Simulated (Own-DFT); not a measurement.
# Point defects and the pressure they add: C11b WSi2

No measurement is shown. These are fixed-geometry runs of a retired plane-wave code named Own-DFT, which no person has reviewed; spin and spin-orbit coupling are neglected.

Common settings: PBE; PseudoDojo norm-conserving scalar-relativistic files; cutoff 50 hartree; 5 x 5 x 5 k mesh centred on Gamma; cold (Marzari-Vanderbilt) smearing of 0.2 eV.

Keep in mind: forces on such cells failed a check on a denser k mesh; stress not checked against mesh or cutoff.

All runs share one cell, with vectors in Å (-2.148, -5.953, 3.409); (-6.444, 2.976, 1.136); (-2.553, -2.948, -6.757) and a volume of 403.2 Å³. The atoms are randomly displaced, by u rms on each axis. The defect's site can differ from row to row.

```
              cell  formula   u (Å)  P (GPa)
         no defect  Si20W10  0.0172     4.43
         no defect  Si20W10  0.0219     4.40
         no defect  Si20W10  0.0480     6.09
one Si on a W site   Si21W9  0.0291        ?
one Si on a W site   Si21W9  0.0319     6.11
one Si on a W site   Si21W9  0.0498     6.79
one Si on a W site   Si21W9  0.0518     7.62
     one W vacancy   Si20W9  0.0331     3.49
     one W vacancy   Si20W9  0.0523     4.59
     one W vacancy   Si20W9  0.0554     5.31
one W on a Si site  Si19W11  0.0283    10.00
one W on a Si site  Si19W11  0.0424    10.01
one W on a Si site  Si19W11  0.0473    11.08
    one Si vacancy  Si19W10  0.0271     3.00
    one Si vacancy  Si19W10  0.0323     3.51
    one Si vacancy  Si19W10  0.0487     3.97
```

## Analysis

P = P0 + c u² + a shift for each defect gives P0 = 4.20 GPa, c = 749 ± 106 GPa/Å² and a scatter of 0.32 GPa. The shifts, and each times the cell's volume:

- one W on a Si site: 4.95 ± 0.27 GPa, 12.5 eV
- one Si on a W site: 1.09 ± 0.28 GPa, 2.7 eV
- one W vacancy: -1.47 ± 0.29 GPa, -3.7 eV
- one Si vacancy: -1.75 ± 0.26 GPa, -4.4 eV

Positive is outwards. The product with the volume (160.2 GPa Å³ to the eV) is nearly free of the cell's size; divided by the bulk modulus at the cell's pressure it gives the volume that the defect adds. The atoms around the defects weren't relaxed, which would change these numbers.

## The run left out

Asked: what pressure belongs in the blank (one Si on a W site, u = 0.0291 Å)?

From the fit: 5.93 ± 0.39 GPa. DFT gave 6.04 GPa.
